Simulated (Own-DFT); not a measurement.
# Computed records: GaN (wurtzite, strained, atoms displaced)

Computed with Own-DFT development build. A calculation, not a measurement: plane-wave PBE density functional theory by an unreviewed code, no spin, of a simulated periodic cell, stress positive in tension, free energy of the whole cell less one offset for each atom, forces on such cells passed a denser k mesh, this cell's mesh not checked; offsets are fitted by least squares, one for each functional and potential file, so energies compare only between cells with the same atoms and settings and are not formation energies; the far tail of each file's local potential was reset to the Coulomb form; each entry is a single point on an unrelaxed cell, so the pressure reflects the starting lattice, mostly measured values (interpolated for alloys), from which strain is counted, and rises with the displacements; printed positions are rounded, which can move forces by about a meV/angstrom; the program, named Own-DFT, is a retired in-house code; no spin-orbit coupling.

```xyz
96
Lattice="12.7560 0.0000 0.0000 -4.7835 8.2853 0.0000 0.0000 0.0000 10.5256" Properties=species:S:1:pos:R:3:force_x:R:1:force_y:R:1:force_z:R:1 formula=GaN functional=PBE potential_files=PseudoDojo_norm-conserving,scalar-relativistic,standard_set_with_the_stringent_files_for_Ga wave_cutoff=96 occupations=Gaussian smearing_width=0.01 k_mesh=3_x_4_x_3_centred_on_Gamma free_energy_of_cell_above_offsets=-5.220 pressure=4.41 stress_xx=-6.85 stress_yy=-5.9 stress_zz=-0.46 stress_yz=0.27 stress_xz=0.2 stress_xy=-0.8
Ga     0.0653     1.8498     0.0826     -1.489      -0.24      -0.99
Ga     1.6231     0.8983     2.6534     -0.899      0.141      0.374
N     -0.0483     1.7900     2.0218      2.119      1.115       -0.5
N      1.6184     0.9144     4.5953     -0.168      0.534      0.198
Ga    -0.0091     1.8439     5.2559       0.54      0.443      0.482
Ga     1.6451     0.8557     7.8469     -1.476       1.91      1.065
N     -0.0119     1.8488     7.2521      0.519     -0.438     -0.365
N      1.5537     0.9041     9.8609      0.736     -0.221      0.155
Ga    -1.5539     4.7077    10.4804     -0.227     -3.432      1.125
Ga    -0.0886     3.6653     2.6437      1.929     -0.638      0.961
N     -1.5116     4.6622     2.0935     -1.468       0.71     -2.018
N     -0.0445     3.7570     4.6689      0.981      -1.35     -1.341
Ga    -1.6078     4.6045     5.2181      -0.88      0.343      1.188
Ga     0.0662     3.7114     7.8868     -0.612     -1.187      0.315
N     -1.5013     4.5287     7.2345     -1.805      1.326      0.124
N      0.0694     3.6573     9.8531     -1.305      0.295      0.656
Ga    -3.1221     7.4103     0.0639     -1.235     -0.846     -0.426
Ga    -1.5488     6.5249     2.6644     -0.582     -1.089      0.711
N     -3.1722     7.3240     2.0559      0.017      0.613     -0.963
N     -1.5601     6.4815     4.6442     -1.938     -0.878     -0.944
Ga    -3.2254     7.3879     5.2426      0.045     -0.483      0.376
Ga    -1.5520     6.4598     7.9390       -0.3     -0.846     -1.507
N     -3.1269     7.4289     7.2537     -0.731     -2.439     -0.494
N     -1.5945     6.3851     9.8494      0.126      2.603      0.257
Ga     3.1382     1.8436     0.0289      0.754      0.013     -0.929
Ga     4.7438     0.9628     2.6309       0.06     -0.547      0.008
N      3.1214     1.8352     1.9511      0.779     -0.164      0.497
N      4.6948     0.8906     4.6281      1.691     -0.276     -0.535
Ga     3.2239     1.8429     5.2856     -1.328      0.676      0.188
Ga     4.8490     0.9446     7.8821     -1.714     -0.634       0.35
N      3.0562     1.9091     7.2357      2.288     -1.631     -0.416
N      4.7772     0.8613     9.8776     -0.152      0.707     -0.059
Ga     1.5124     4.6209     0.0620      1.673     -0.161     -0.632
Ga     3.1849     3.6466     2.6602      0.198      0.636     -0.065
N      1.5797     4.5362     2.0072      -0.46      0.702      0.269
N      3.2343     3.7011     4.6045     -0.634     -0.446      0.047
Ga     1.5716     4.6249     5.2238      0.805     -0.938      1.418
Ga     3.2039     3.6059     7.9225     -0.624      1.961      0.866
N      1.5870     4.5244     7.2619      1.484      2.153     -0.679
N      3.1844     3.6845     9.9428     -0.566     -0.075     -0.428
Ga     0.0156     7.3131    10.5191      0.252      0.793     -0.031
Ga     1.5449     6.3893     2.7038      1.159       0.53     -0.641
N     -0.0216     7.3608     1.9733      0.965      0.434     -0.107
N      1.6466     6.4454     4.6762     -0.744      0.567     -0.854
Ga    -0.0340     7.2742     5.2111      1.271      1.383      1.253
Ga     1.6794     6.5374     7.9374     -1.179     -1.584     -1.696
N     -0.0412     7.3709     7.1683      1.267      0.376       0.98
N      1.6511     6.4750     9.8146     -1.699     -1.025      1.256
Ga     6.4133     1.9089    10.4546     -0.633     -1.595      0.982
Ga     7.9397     0.9773     2.6391      1.326     -0.582      0.394
N      6.3652     1.7934     2.0259     -0.394      0.969     -0.714
N      8.0093     1.0527     4.7023     -1.757     -2.339     -1.576
Ga     6.3455     1.7455     5.2992     -0.371      1.538     -0.171
Ga     8.0345     0.9277     7.8740     -1.495      0.336      0.769
N      6.3605     1.9012     7.2690      0.628     -2.133     -0.922
N      7.9355     0.9153     9.7888      0.632      0.171      1.318
Ga     4.7095     4.6561     0.1081      0.514     -0.608     -1.799
Ga     6.3516     3.6655     2.6446      0.134       0.59      0.212
N      4.7428     4.6230     1.9594      0.349     -0.158      1.907
N      6.3878     3.7611     4.7287     -1.365     -2.464     -2.094
Ga     4.8119     4.5800     5.3369     -1.051      0.502     -0.458
Ga     6.4129     3.5972     7.9028     -0.794      2.985      0.996
N      4.7280     4.5575     7.2425      1.035      0.768      0.722
N      6.3348     3.6815     9.9479     -0.129      0.845     -1.119
Ga     3.1446     7.3291    10.4918      1.691       1.21      0.919
Ga     4.7896     6.5378     2.6438     -0.162     -1.654       0.31
N      3.2636     7.3862     2.0051     -2.258      0.402     -0.511
N      4.6795     6.4343     4.5964      1.113      0.015      0.498
Ga     3.2063     7.3977     5.2809     -0.299      0.525      0.315
Ga     4.8525     6.4947     7.8664     -1.203     -1.567      1.007
N      3.2213     7.4489     7.2806      0.227     -1.259     -1.068
N      4.7656     6.4192     9.8623      0.092      0.613     -0.218
Ga     9.6079     1.8201    10.5252     -0.909      0.612      0.132
Ga    11.1978     0.9878     2.6439     -1.252     -2.142      0.372
N      9.6447     1.8690     2.0262     -1.447     -0.049     -0.786
N     11.2363     0.9236     4.5655     -1.645      -0.26      1.069
Ga     9.5003     1.8779     5.3104      2.433      0.932     -0.411
Ga    11.1678     0.9211     7.7699      0.274       0.54       1.87
N      9.5319     1.7561     7.2361      1.146      1.927     -0.105
N     11.1270     0.8923     9.9511      1.312      0.552     -1.354
Ga     7.9080     4.6637     0.0063      0.424     -1.598     -0.687
Ga     9.6295     3.7196     2.5253     -1.031      0.132      1.286
N      7.9630     4.5848     1.8807      0.139      0.016      2.078
N      9.5371     3.7090     4.6602     -0.123      0.215     -0.905
Ga     7.8804     4.6288     5.2435      2.372      0.398      1.039
Ga     9.5607     3.6979     7.9214      0.275      0.244     -0.448
N      7.9055     4.6695     7.2583      0.893     -0.739      0.117
N      9.5621     3.7430     9.8916      0.171      -0.49      0.171
Ga     6.3980     7.3641    10.5146     -1.549       0.21      0.657
Ga     7.9539     6.4549     2.5630     -0.534      -0.68      1.122
N      6.3356     7.3153     1.9761      1.203      1.317     -0.105
N      7.8862     6.4494     4.6773      0.797      0.438     -1.157
Ga     6.2728     7.3338     5.2765      0.754      0.711     -0.641
Ga     7.9381     6.5045     7.8809       1.45     -0.784      0.925
N      6.4087     7.3686     7.2584     -0.668      0.426     -0.909
N      7.8747     6.4066     9.9495      2.244      1.565     -1.529
```

Units: wave_cutoff in hartree; smearing_width, free_energy_of_cell_above_offsets in eV; pressure, stress_xx, stress_yy, stress_zz, stress_yz, stress_xz, stress_xy in GPa; force_x, force_y, force_z in eV/Å.
